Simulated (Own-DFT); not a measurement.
# Computed records: SiC (4H silicon carbide, strained, atoms displaced)

Computed with Own-DFT development build. A calculation, not a measurement: plane-wave PBE density functional theory by an unreviewed code, no spin, of a simulated periodic cell, stress positive in tension, free energy of the whole cell less one offset for each atom, forces on such cells passed a denser k mesh, this cell's mesh not checked; offsets are fitted by least squares, one for each functional and potential file, so energies compare only between cells with the same atoms and settings and are not formation energies; the far tail of each file's local potential was reset to the Coulomb form; each entry is a single point on an unrelaxed cell, so the pressure reflects the starting lattice, mostly measured values (interpolated for alloys), from which strain is counted, and rises with the displacements; printed positions are rounded, which can move forces by about a meV/angstrom; the program, named Own-DFT, is a retired in-house code; no spin-orbit coupling.

Common to all runs: functional PBE; potential files PseudoDojo norm-conserving, scalar-relativistic, standard set; wave cutoff 42 hartree; occupations Fermi-Dirac; smearing width 0.1 eV; hardware one NVIDIA H100; k mesh 5 x 5 x 3 centred on Gamma.

(1) SiC (4H silicon carbide, strained, atoms displaced)

```
SiC
1.0
      6.0855    -0.1024     0.0616
     -3.1314     5.3490    -0.0825
      0.1005    -0.0976    10.1470
Si C Si C Si C Si C Si C Si C Si C Si C
2 2 2 2 2 2 2 2 2 2 2 2 2 2 2 2
Direct
  0.99942 0.00136 0.40710
  0.15654 0.31947 0.15602
  0.99119 0.99483 0.08779
  0.15773 0.32504 0.33795
  0.00060 0.49743 0.40859
  0.16417 0.84632 0.15946
  0.01039 0.48301 0.07842
  0.16676 0.83892 0.34332
  0.49230 0.00258 0.40468
  0.67005 0.33165 0.15427
  0.49581 0.00242 0.08708
  0.65416 0.32521 0.34567
  0.50643 0.49877 0.40869
  0.66781 0.83574 0.15980
  0.50349 0.49965 0.09299
  0.67299 0.85009 0.33647
  0.01082 0.00641 0.90061
  0.84178 0.66318 0.65346
  0.98613 0.00286 0.59560
  0.83336 0.66994 0.84095
  0.99834 0.50772 0.90729
  0.83989 0.16759 0.66350
  0.98719 0.49517 0.60347
  0.82521 0.16173 0.83578
  0.50915 0.00901 0.91024
  0.32896 0.66409 0.65614
  0.51523 0.00473 0.59366
  0.32817 0.66720 0.83966
  0.50033 0.50349 0.91097
  0.34052 0.15843 0.65634
  0.49953 0.51066 0.59398
  0.33427 0.17337 0.84447
```

- free energy of cell above offsets: -2.662 eV
- pressure: 7.94 GPa
- stress xx: -11.13 GPa
- stress yy: -7.44 GPa
- stress zz: -5.26 GPa
- stress yz: -3.14 GPa
- stress xz: 4.46 GPa
- stress xy: -6.3 GPa
- wall time: 125.2 s

Force:
| element | x (eV/Å) | y (eV/Å) | z (eV/Å) |
| --- | --- | --- | --- |
| Si | -0.715 | 0.366 | 0.445 |
| Si | 0.796 | 1.239 | -1.027 |
| C | 0.854 | 0.014 | 0.3 |
| C | 0.551 | 1.104 | 1.523 |
| Si | -0.482 | -0.267 | -0.036 |
| Si | 0.774 | -1.782 | -1.894 |
| C | -1.923 | 1.474 | 4.339 |
| C | -0.692 | -1.387 | 0.366 |
| Si | 1.817 | -0.24 | 0.995 |
| Si | -0.011 | 0.561 | -0.364 |
| C | 0.597 | -0.371 | 2.301 |
| C | 1.297 | 1.261 | -0.851 |
| Si | -1.83 | 1.034 | -0.736 |
| Si | -1.12 | -0.557 | -2.027 |
| C | -0.073 | -0.172 | 0.971 |
| C | -0.306 | -1.743 | 2.124 |
| Si | -2.131 | -0.893 | 0.419 |
| Si | -3.212 | 1.54 | 1.322 |
| C | 3.315 | -0.82 | -0.941 |
| C | 0.359 | -0.03 | 0.415 |
| Si | 0.214 | -0.692 | -2.67 |
| Si | -1.097 | 0.101 | -1.62 |
| C | 2.4 | -0.22 | -2.831 |
| C | 1.455 | 0.999 | 3.055 |
| Si | -1.348 | -1.298 | -2.025 |
| Si | 0.343 | 0.989 | 0.484 |
| C | -1.654 | -1.065 | -0.849 |
| C | 0.891 | 0.5 | 1.149 |
| Si | -0.586 | 0.614 | -1.38 |
| Si | -1.42 | 1.371 | -0.075 |
| C | 1.103 | -1.744 | -0.456 |
| C | 1.838 | 0.114 | -0.428 |

(2) SiC (4H silicon carbide, strained, atoms displaced)

```
SiC
1.0
      6.1178    -0.0994     0.0126
     -3.1450     5.3344    -0.0003
      0.0205     0.0112    10.0600
Si C Si C Si C Si C Si C Si C Si C Si C
2 2 2 2 2 2 2 2 2 2 2 2 2 2 2 2
Direct
  0.98410 0.99308 0.41453
  0.15904 0.32544 0.15809
  0.99571 0.98991 0.08769
  0.16770 0.31049 0.33886
  0.00020 0.50105 0.40315
  0.16505 0.82789 0.15986
  0.00061 0.49326 0.09781
  0.16153 0.83256 0.34150
  0.51295 0.02000 0.41001
  0.65466 0.33701 0.15304
  0.49315 0.00321 0.09754
  0.66394 0.34039 0.34078
  0.50220 0.51139 0.39790
  0.66817 0.83591 0.16276
  0.49098 0.47466 0.09718
  0.67685 0.82621 0.34121
  0.00140 0.00878 0.91289
  0.84570 0.67250 0.66099
  0.99700 0.98908 0.59488
  0.82415 0.66460 0.83689
  0.97825 0.48025 0.91064
  0.83108 0.16849 0.65989
  0.00228 0.49761 0.59762
  0.83788 0.17012 0.84051
  0.50394 0.00767 0.90174
  0.32580 0.66471 0.66442
  0.50549 0.99731 0.59850
  0.33680 0.65341 0.85282
  0.49980 0.48593 0.90584
  0.32565 0.16662 0.65629
  0.48885 0.47954 0.60203
  0.32069 0.15077 0.84101
```

- free energy of cell above offsets: -2.119 eV
- pressure: 10 GPa
- stress xx: -8.58 GPa
- stress yy: -11.93 GPa
- stress zz: -9.48 GPa
- stress yz: 2.13 GPa
- stress xz: -0.61 GPa
- stress xy: -7.79 GPa
- wall time: 115.7 s

Force:
| element | x (eV/Å) | y (eV/Å) | z (eV/Å) |
| --- | --- | --- | --- |
| Si | 3.001 | 0.25 | -1.101 |
| Si | 0.219 | -0.868 | -0.776 |
| C | -0.34 | 0.236 | 2.427 |
| C | -2.035 | 1.877 | 1.376 |
| Si | 0.69 | -0.3 | 0.481 |
| Si | -0.687 | 0.122 | -1.014 |
| C | -1.019 | -0.025 | -0.459 |
| C | 0.748 | 0.449 | 1.746 |
| Si | -0.787 | -2.05 | -0.535 |
| Si | 3.139 | -1.645 | 1.692 |
| C | 1.608 | -0.398 | -0.944 |
| C | 0.663 | 0.127 | 0.502 |
| Si | 0.283 | -3.055 | 2.898 |
| Si | -0.528 | -0.668 | -2.679 |
| C | -2.219 | 3.4 | -1.49 |
| C | -2.884 | 1.879 | 0.78 |
| Si | -0.32 | -2.003 | -2.338 |
| Si | -1.471 | -2.343 | -1.636 |
| C | -1.256 | 1.195 | 0.243 |
| C | 1.506 | 0.264 | 3.229 |
| Si | 1.329 | 3.272 | -0.274 |
| Si | 1.169 | -0.257 | -0.858 |
| C | -0.656 | 0.184 | -1.187 |
| C | -0.09 | -1.104 | 1.126 |
| Si | -0.32 | -2.426 | 1.39 |
| Si | 2.156 | -0.693 | -0.221 |
| C | -1.335 | 0.036 | -0.619 |
| C | -1.661 | 0.914 | -0.386 |
| Si | -0.966 | 0.413 | 0.218 |
| Si | 1.353 | -1.614 | 0.228 |
| C | -0.085 | 3.924 | -2.302 |
| C | 0.792 | 0.906 | 0.482 |

(3) SiC (4H silicon carbide, strained, atoms displaced)

```
SiC
1.0
      6.1575     0.1005    -0.0377
     -2.9918     5.3847    -0.0051
     -0.0615    -0.0451    10.0333
Si C Si C Si C Si C Si C Si C Si C Si C
2 2 2 2 2 2 2 2 2 2 2 2 2 2 2 2
Direct
  0.98956 0.00292 0.40492
  0.15620 0.33852 0.15827
  0.00736 0.99832 0.08882
  0.17125 0.33429 0.34713
  0.02346 0.50245 0.40349
  0.18460 0.84172 0.15671
  0.00888 0.50843 0.09221
  0.15668 0.82020 0.34579
  0.49945 0.99514 0.40188
  0.66049 0.32917 0.15875
  0.51391 0.00738 0.09003
  0.67381 0.34622 0.34425
  0.49768 0.51337 0.39789
  0.66272 0.82447 0.14687
  0.51062 0.49834 0.09628
  0.66149 0.83812 0.33987
  0.00149 0.00410 0.91384
  0.84287 0.67552 0.64294
  0.99846 0.00323 0.59962
  0.83089 0.66832 0.84547
  0.00927 0.50861 0.90302
  0.83564 0.16886 0.65306
  0.99065 0.49134 0.59135
  0.82850 0.16870 0.84807
  0.48499 0.97898 0.90594
  0.32668 0.68082 0.65670
  0.49391 0.00914 0.58901
  0.34123 0.67408 0.83600
  0.48557 0.49527 0.90648
  0.33011 0.15573 0.65748
  0.50399 0.49569 0.59417
  0.32229 0.15656 0.84266
```

- free energy of cell above offsets: -2.667 eV
- pressure: 2.05 GPa
- stress xx: -3.42 GPa
- stress yy: 3.41 GPa
- stress zz: -6.15 GPa
- stress yz: -1.78 GPa
- stress xz: -1.92 GPa
- stress xy: 8.46 GPa
- wall time: 125.1 s

Force:
| element | x (eV/Å) | y (eV/Å) | z (eV/Å) |
| --- | --- | --- | --- |
| Si | 1.42 | -0.508 | 0.547 |
| Si | 2.081 | -0.96 | -0.611 |
| C | -0.622 | 0.62 | 3.233 |
| C | 0.479 | -1.175 | -1.404 |
| Si | -3.747 | -0.278 | 0.977 |
| Si | -0.974 | -0.856 | -0.155 |
| C | -0.759 | 0.245 | 0.018 |
| C | 0.51 | 2.059 | -0.461 |
| Si | -1.914 | 1.941 | 0.48 |
| Si | 2.098 | 0.721 | -0.329 |
| C | -0.967 | -0.994 | 0.591 |
| C | 0.506 | -1.261 | -0.104 |
| Si | 1.912 | -1.171 | 2.254 |
| Si | 1.353 | 1.098 | 1.057 |
| C | -2.779 | -0.195 | -0.903 |
| C | 0.992 | -0.188 | -0.637 |
| Si | -0.484 | -0.853 | -3.483 |
| Si | -1.726 | -1.414 | 2.782 |
| C | 0.518 | -0.063 | -2.363 |
| C | -0.169 | 0.224 | -0.527 |
| Si | -1.371 | -0.851 | 0.009 |
| Si | -1.34 | -0.121 | 1.76 |
| C | 1.443 | 1.188 | -0.369 |
| C | 0.103 | -0.029 | -0.601 |
| Si | 0.596 | 3.572 | -0.561 |
| Si | 1.896 | -1.517 | -2.085 |
| C | 1.964 | -1.386 | 0.021 |
| C | -1.127 | -1.427 | 1.816 |
| Si | 2.661 | -0.351 | -0.896 |
| Si | -1.271 | 2.491 | -0.185 |
| C | -1.487 | 0.941 | -0.771 |
| C | 0.203 | 0.497 | 0.899 |
